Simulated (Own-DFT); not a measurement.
# A pressure from energies alone: monoclinic HfO2, 94 atoms (Hf32O62), with two O vacancies

Calculated, not measured. Each geometry was run twice at fixed positions with Own-DFT, a retired in-house plane-wave program that no person has reviewed: with PBE, and with HSE06 (exact exchange share 0.25 at short range, screening 0.11 per bohr, Gygi-Baldereschi treatment of its divergence). Both used PseudoDojo norm-conserving files made for PBE, a cutoff of 48 hartree, the Gamma point alone, fixed occupations, a neutral cell and no spin. The unstrained cell is 10.1 Å across at its thinnest, so Gamma alone is coarse and defects feel their images. The hafnium file keeps the 4f electrons in the core, and its forces lie about 75 meV/Å off all-electron values. The oxygen file's force components were 24 meV/Å off all-electron values in a glass.

Unstrained cell vectors in Å: (10.234, 0.000, 0.000); (0.000, 10.350, 0.000); (-1.696, 0.000, 10.445), volume V0 = 1106.4 Å³, from measured lattice constants. Each geometry has its own random strain of a few per cent, its own defect sites and random moves of rms u per axis. HSE06 gave the energy alone. D is its energy less that of PBE, over the lowest D shown. The PBE stress wasn't checked against mesh or cutoff.

```
run,V - V0 (Å³),u (Å),P with PBE (GPa),D (eV)
1,-5.3,0.0513,6.58,1.178
2,2.1,0.0308,3.95,1.037
3,-25.8,0.0313,10.95,0.384
4,-8.4,0.0500,6.12,1.026
5,-13.9,0.0298,7.87,0.666
6,35.4,0.0490,-1.36,2.004
7,-9.7,0.0511,7.61,1.092
8,-1.0,0.0305,4.73,0.981
9,16.6,0.0291,0.11,1.420
10,39.6,0.0302,-3.16,2.003
11,1.3,0.0520,6.82,1.124
12,-50.0,0.0518,18.54,0.000
13,20.5,0.0489,0.43,?
```

## Fit

D = 0.90 + 0.0241 (V - V0) + 122 u² eV, with an error of 0.0009 on the volume slope, 25 on the last term and a scatter of 0.07 eV. Pressure is -dE/dV, and 1 eV/Å³ is 160.2 GPa, so HSE06 changes the pressure by -3.9 ± 0.1 GPa. With the ions held to the strained lattice, the PBE pressure falls by 247 ± 14 GPa per unit of volume strain; the shape of the strain isn't fitted, so the true error is larger, and a relaxed crystal would be softer. On that slope HSE06's volume at a given pressure is about 1.6 % smaller, or 0.5 % in lengths. At u = 0 and V0 the PBE pressure is 4.0 GPa, which puts the zero-pressure volume, against the measured cell and with the defects in, at +1.6 % for PBE and +0.0 % for HSE06, each good to a few tenths of a per cent.

## Withheld run

Question: what D should run 13 give?

The fit gives 1.69 eV, with rows scattering by 0.07. The hidden result is 1.724 eV.
